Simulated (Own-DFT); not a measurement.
# Biaxial strain at fixed height in grey tin, 32 atoms (Sn32)

The numbers are computed, not measured, by runs of the plane-wave DFT program Own-DFT (in-house, retired, unreviewed) at fixed positions, with no spin and no spin-orbit coupling.

Method: PBE; PseudoDojo norm-conserving scalar-relativistic files; cutoff 42 hartree; 3 x 3 x 5 k mesh centred on Gamma; cold (Marzari-Vanderbilt) smearing of 0.2 eV.

Limits: forces on such cells failed a check on a denser k mesh; stress not checked against mesh or cutoff.

Unstrained cell vectors in Å: (12.978, 0.000, 0.000); (0.000, 12.978, 0.000); (0.000, 0.000, 6.489). The unstrained cell has measured lattice constants (interpolated for alloys), not those of this functional. That, the random moves and any unrelaxed bonds set the pressure at no strain. Each run strains x and y alike by e, as a substrate would, and holds the height along z. Each coordinate of each atom was shifted by a normal deviate of width 0.05 Å. Stress is positive in tension.

| e (%) | u (Å) | (s_xx + s_yy)/2 (GPa) | s_zz (GPa) |
|---|---|---|---|
| -2.50 | 0.049 | -6.74 | -6.02 |
| -2.00 | 0.054 | -6.15 | -5.57 |
| -1.50 | 0.051 | -5.39 | -4.96 |
| -1.00 | 0.056 | -4.86 | -4.59 |
| -0.50 | 0.049 | -4.20 | -4.14 |
| 0.25 | 0.053 | -3.42 | -3.39 |
| 0.75 | 0.049 | -2.79 | -2.98 |
| 1.75 | 0.051 | ? | ? |
| 2.25 | 0.051 | -1.31 | -1.93 |
| 2.50 | 0.050 | -1.14 | -1.76 |

## Analysis

With e as a fraction, the in-plane stress is -3.6 + 113 e - 460 e² GPa (errors 1 and 68, scatter 0.05), and s_zz is -3.6 + 86 e - 421 e² GPa (slope ± 1, scatter 0.05). At e = 0 the first slope is C11 + C12 and the second 2 C12, both with the ions held to the strained lattice and at the cell's own pressure. The term in e² is negative: the layer stiffens under compression and softens under tension. A free layer would change its height as e changes, and the in-plane slope would drop by 2 C12²/C11 to the biaxial modulus. At fixed height, a misfit of 1 % moves the in-plane stress by about 1.1 GPa and s_zz by 0.9 GPa.

## The run left out

Q: what are the two stresses at e = 1.75 %?

Estimate: -1.8 and -2.3 GPa. DFT gave -1.71 and -2.22 GPa.
